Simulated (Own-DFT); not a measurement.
# What a defect does to the pressure of its cell: C11b WSi2

Everything here is calculated. The program is Own-DFT (plane waves, in-house, since retired, never reviewed by a person); positions were held fixed, and spin and spin-orbit coupling were off.

Method: PBE; PseudoDojo norm-conserving scalar-relativistic files; cutoff 50 hartree; 5 x 5 x 5 k mesh centred on Gamma; cold (Marzari-Vanderbilt) smearing of 0.2 eV.

Caveats: forces on such cells failed a check on a denser k mesh; stress not checked against mesh or cutoff.

All runs share one cell, with vectors in Å (-2.148, -5.953, 3.409); (-6.444, 2.976, 1.136); (-2.553, -2.948, -6.757) and a volume of 403.2 Å³. The atoms are randomly displaced, by u rms on each axis. The defect's site can differ from row to row.

| cell | formula | u (Å) | P (GPa) |
|---|---|---|---|
| no defect | Si20W10 | 0.0205 | 4.57 |
| no defect | Si20W10 | 0.0534 | 6.58 |
| no defect | Si20W10 | 0.0557 | 6.99 |
| one Si on a W site | Si21W9 | 0.0294 | 5.99 |
| one Si on a W site | Si21W9 | 0.0521 | 8.06 |
| one Si on a W site | Si21W9 | 0.0527 | 7.35 |
| one Si vacancy | Si19W10 | 0.0267 | 3.08 |
| one Si vacancy | Si19W10 | 0.0317 | 3.53 |
| one Si vacancy | Si19W10 | 0.0457 | 3.96 |
| one Si vacancy | Si19W10 | 0.0501 | ? |
| one W on a Si site | Si19W11 | 0.0297 | 9.79 |
| one W on a Si site | Si19W11 | 0.0437 | 10.18 |
| one W on a Si site | Si19W11 | 0.0488 | 10.83 |

## Working it out

P = P0 + c u² + a shift for each defect gives P0 = 4.32 GPa, c = 815 ± 93 GPa/Å² and a scatter of 0.28 GPa. The shifts, and each times the cell's volume:

- one W on a Si site: 4.54 ± 0.23 GPa, 11.4 eV
- one Si on a W site: 1.09 ± 0.23 GPa, 2.7 eV
- one Si vacancy: -1.83 ± 0.24 GPa, -4.6 eV

A positive shift means that the defect pushes the cell outwards. Shift times volume (160.2 GPa Å³ is 1 eV) depends little on the cell's size, so, taken for each site, it can be compared between cells at like pressure. The atoms around the defects weren't relaxed, which would change these numbers.

## Prediction

The question: what pressure belongs in the blank (one Si vacancy, u = 0.0501 Å)?

From the fit: 4.53 ± 0.34 GPa. DFT gave 4.22 GPa.
